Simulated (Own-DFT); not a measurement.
# How strain changes the stress of wurtzite GaN, 96 atoms (Ga48N48)

These are calculations, not measurements. The program, named Own-DFT, is a retired in-house plane-wave density functional code that no person has reviewed. Each row is one single-point run on a periodic cell that was not relaxed, without spin or spin-orbit coupling.

Settings of every run: PBE; PseudoDojo norm-conserving scalar-relativistic files (stringent for Ga); cutoff 96 hartree; 3 x 4 x 3 k mesh centred on Gamma; Gaussian smearing of 0.01 eV.

Known limits: forces on such cells passed a denser k mesh, each cell not checked; stress not checked against mesh or cutoff.

Unstrained cell vectors in Å: (12.756, 0.000, 0.000); (-4.784, 8.285, 0.000); (0.000, 0.000, 10.370). The unstrained cell has measured lattice constants (interpolated for alloys), not those of this functional. That, the random moves and any unrelaxed bonds set the pressure at no strain. Each run strains this cell uniformly, with the atoms carried along. Every atom was also moved at random, by a Gaussian of width 0.05 Å on each axis. Strain is the symmetric tensor, in per cent. Stress is positive in tension, and the pressure is minus a third of its trace.

```
run,e_xx (%),e_yy (%),e_zz (%),s_xx (GPa),s_yy (GPa),s_zz (GPa),P (GPa),E (meV/atom)
1,0.00,0.00,0.25,-5.56,-6.81,-7.50,6.62,7.5
2,0.00,0.00,-2.00,-9.14,-8.15,-17.91,11.73,31.6
3,0.00,0.00,1.25,-5.82,-6.55,-1.59,4.65,2.7
4,0.00,0.00,2.00,-5.95,-5.56,1.00,3.51,0.0
5,0.00,0.00,2.25,-5.46,-6.45,2.48,3.14,4.0
6,0.00,0.00,-0.75,-7.14,-9.26,-9.10,8.50,6.7
7,0.00,0.00,3.00,-4.89,-4.21,4.09,1.67,4.3
8,0.00,0.00,1.00,-6.19,-6.38,-2.85,5.14,2.9
9,0.00,0.00,-1.50,?,?,?,?,?
```

E is the free energy for each atom above the lowest run shown.

## Worked fit

The change of volume is close to e_xx + e_yy + e_zz. A straight line through the runs shown gives P = 7.34 - 196 x (fractional change of volume) GPa, with an error of 7 on the slope and a scatter of 0.31 GPa. The strain isn't the same on all axes and the cell isn't cubic, so the slope belongs to this path and is not the bulk modulus.

## Withheld run

Question: what pressure should run 9 give? Its volume changes by -1.50 %.

The line gives 10.3 GPa. The calculation gave 9.96 GPa.
